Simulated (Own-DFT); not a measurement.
# How strain changes the stress of wurtzite GaN, 96 atoms (Ga48N48)

Calculated results; nothing here was measured. The program, named Own-DFT, is a retired in-house plane-wave density functional code that no person has reviewed. Each row is one single-point run on a periodic cell that was not relaxed, without spin or spin-orbit coupling.

Settings of every run: PBE; PseudoDojo norm-conserving scalar-relativistic files (stringent for Ga); cutoff 96 hartree; 3 x 4 x 3 k mesh centred on Gamma; Gaussian smearing of 0.01 eV.

Known limits: forces on such cells passed a denser k mesh, each cell not checked; stress not checked against mesh or cutoff.

Unstrained cell vectors in Å: (12.756, 0.000, 0.000); (-4.784, 8.285, 0.000); (0.000, 0.000, 10.370). The unstrained cell has measured lattice constants (interpolated for alloys), not those of this functional. That, the random moves and any unrelaxed bonds set the pressure at no strain. Each run strains this cell uniformly, with the atoms carried along. Every atom was also moved at random, by a Gaussian of width 0.05 Å on each axis. Strain is the symmetric tensor, in per cent. Stress is positive in tension, and the pressure is minus a third of its trace.

```
run  e_xx (%)  e_yy (%)  e_zz (%)  s_xx (GPa)  s_yy (GPa)  s_zz (GPa)  P (GPa)  E (meV/atom)
  1      0.00      0.00      0.50       -5.53       -6.65       -5.36     5.85           5.8
  2      0.00      0.00     -2.00       -9.60       -7.03      -17.09    11.24          26.7
  3      0.00      0.00      2.25       -4.44       -6.07        2.03     2.83           0.0
  4      0.00      0.00      0.25       -5.73       -7.07       -6.19     6.33           0.9
  5      0.00      0.00      2.50       -4.91       -5.13        3.03     2.34           2.3
  6      0.00      0.00     -1.00       -7.49       -6.88      -13.70     9.36          25.6
  7      0.00      0.00      1.00       -7.93       -5.79       -2.60     5.44          17.9
  8      0.00      0.00     -0.75       -7.39       -7.32       -9.86     8.19           6.2
  9      0.00      0.00     -1.50           ?           ?           ?        ?             ?
```

E is the free energy for each atom above the lowest run shown.

## Worked fit

The change of volume is close to e_xx + e_yy + e_zz. A straight line through the runs shown gives P = 7.12 - 195 x (fractional change of volume) GPa, with an error of 7 on the slope and a scatter of 0.30 GPa. The strain isn't the same on all axes and the cell isn't cubic, so the slope belongs to this path and is not the bulk modulus.

## Withheld run

Question: what pressure should run 9 give? Its volume changes by -1.50 %.

The line gives 10.0 GPa. The calculation gave 9.84 GPa.
